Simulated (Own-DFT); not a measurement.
# Point defects and the pressure they add: C11b WSi2

No measurement is shown. These are fixed-geometry runs of a retired plane-wave code named Own-DFT, which no person has reviewed; spin and spin-orbit coupling are neglected.

Method: PBE; PseudoDojo norm-conserving scalar-relativistic files; cutoff 50 hartree; 5 x 5 x 5 k mesh centred on Gamma; cold (Marzari-Vanderbilt) smearing of 0.2 eV.

Known weak points: forces on such cells failed a check on a denser k mesh; stress not checked against mesh or cutoff.

All runs share one cell, with vectors in Å (-2.148, -5.953, 3.409); (-6.444, 2.976, 1.136); (-2.553, -2.948, -6.757) and a volume of 403.2 Å³. Atoms were moved at random from their sites; u is the rms move along one axis. The defect's site can differ from row to row.

```
cell,formula,u (Å),P (GPa)
no defect,Si20W10,0.0181,4.45
no defect,Si20W10,0.0489,6.39
no defect,Si20W10,0.0530,6.08
one W on a Si site,Si19W11,0.0309,?
one W on a Si site,Si19W11,0.0324,9.83
one W on a Si site,Si19W11,0.0492,11.44
one W on a Si site,Si19W11,0.0539,11.26
one Si on a W site,Si21W9,0.0284,5.96
one Si on a W site,Si21W9,0.0305,6.33
one Si on a W site,Si21W9,0.0531,7.26
one W vacancy,Si20W9,0.0277,3.66
one W vacancy,Si20W9,0.0326,4.05
one W vacancy,Si20W9,0.0481,4.66
one Si vacancy,Si19W10,0.0311,2.96
one Si vacancy,Si19W10,0.0479,4.25
one Si vacancy,Si19W10,0.0488,4.09
```

## Fit

P = P0 + c u² + a shift for each defect gives P0 = 4.31 GPa, c = 723 ± 81 GPa/Å² and a scatter of 0.26 GPa. The shifts, and each times the cell's volume:

- one W on a Si site: 4.99 ± 0.22 GPa, 12.6 eV
- one Si on a W site: 1.11 ± 0.22 GPa, 2.8 eV
- one W vacancy: -1.18 ± 0.22 GPa, -3.0 eV
- one Si vacancy: -1.91 ± 0.21 GPa, -4.8 eV

A positive shift means that the defect pushes the cell outwards. Shift times volume (160.2 GPa Å³ is 1 eV) depends little on the cell's size, so, taken for each site, it can be compared between cells at like pressure. The atoms around the defects weren't relaxed, which would change these numbers.

## Test on the hidden row

Asked: what pressure belongs in the blank (one W on a Si site, u = 0.0309 Å)?

The fitted form gives 9.99 ± 0.32 GPa. The calculation gave 10.04 GPa.
